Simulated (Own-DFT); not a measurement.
# Around an empty site: 2H SiC, 71 atoms (C35Si36), with one C vacancy

All numbers below are calculated, not measured. The program, named Own-DFT, is a retired in-house plane-wave density functional code that no person has reviewed. Each row is one single-point run on a periodic cell that was not relaxed, without spin or spin-orbit coupling.

Settings of every run: PBE; PseudoDojo norm-conserving scalar-relativistic files; cutoff 42 hartree; 4 x 4 x 3 k mesh centred on Gamma; Fermi-Dirac smearing of 0.1 eV.

Known limits: not probed for a lower state with spin; forces on such cells moved up to 12 meV/angstrom on a denser k mesh; stress not checked against mesh or cutoff.

Cell vectors in Å: (9.248, 0.000, 0.000); (-4.624, 8.009, 0.000); (0.000, 0.000, 10.068). Every atom was also moved at random, by a Gaussian of width 0.03 Å on each axis. The defect's site can differ from row to row. The empty site has 4 nearest neighbours, all Si. For each, d is its distance from the empty site and R the part of its force along the line away from it, positive outwards. The last column is the rms force component on atoms over 4.5 Å away.

| run | d1 (Å) | d2 (Å) | d3 (Å) | d4 (Å) | R1 (eV/Å) | R2 (eV/Å) | R3 (eV/Å) | R4 (eV/Å) | far F (eV/Å) |
|---|---|---|---|---|---|---|---|---|---|
| 1 | 1.871 | 1.872 | 1.873 | 1.882 | -0.32 | -0.27 | -0.38 | -0.12 | 0.76 |
| 2 | 1.819 | 1.832 | 1.882 | 1.902 | 0.30 | 0.23 | -0.21 | -0.60 | 0.85 |
| 3 | 1.824 | 1.863 | 1.869 | 1.949 | -0.22 | -0.55 | -0.51 | -1.11 | 0.83 |
| 4 | 1.867 | 1.899 | 1.903 | 1.919 | -0.80 | -0.70 | -0.51 | -0.82 | 0.87 |
| 5 | 1.844 | 1.866 | 1.885 | 1.909 | -0.03 | -0.25 | -0.33 | -0.75 | 1.05 |
| 6 | 1.847 | 1.899 | 1.902 | 1.907 | -0.11 | -0.42 | -0.33 | -0.98 | 0.92 |
| 7 | 1.868 | 1.898 | 1.902 | 1.922 | -0.60 | -0.72 | -1.02 | -0.80 | 0.77 |
| 8 | 1.869 | 1.909 | 1.923 | 1.933 | -0.64 | -0.61 | -0.96 | -0.98 | 0.92 |
| 9 | 1.848 | 1.878 | 1.886 | 1.917 | ? | ? | ? | ? | ? |

## Worked fit

A straight line through the 32 neighbours shown gives R = -0.50 - 9.2 (d - 1.885) eV/Å, with a scatter of 0.21 left by the moves of the other atoms. The slope, with an error of 1.2, is the pull back towards the neighbour's own site. The constant, -0.50 ± 0.04 eV/Å, is the force at the mean distance: with one bond gone, the neighbours are pushed inwards, towards the empty site. It shows how a relaxation would start, not where it would end, and it depends somewhat on the width of the random moves.

## Withheld run

Question: what mean R should the neighbours of run 9 feel? Their mean d is 1.882 Å.

The line gives -0.48 ± 0.14 eV/Å, by the scatter of the means of the runs shown. The calculation gave R = -0.04, -0.48, -0.56, -0.86, a mean of -0.49 eV/Å.
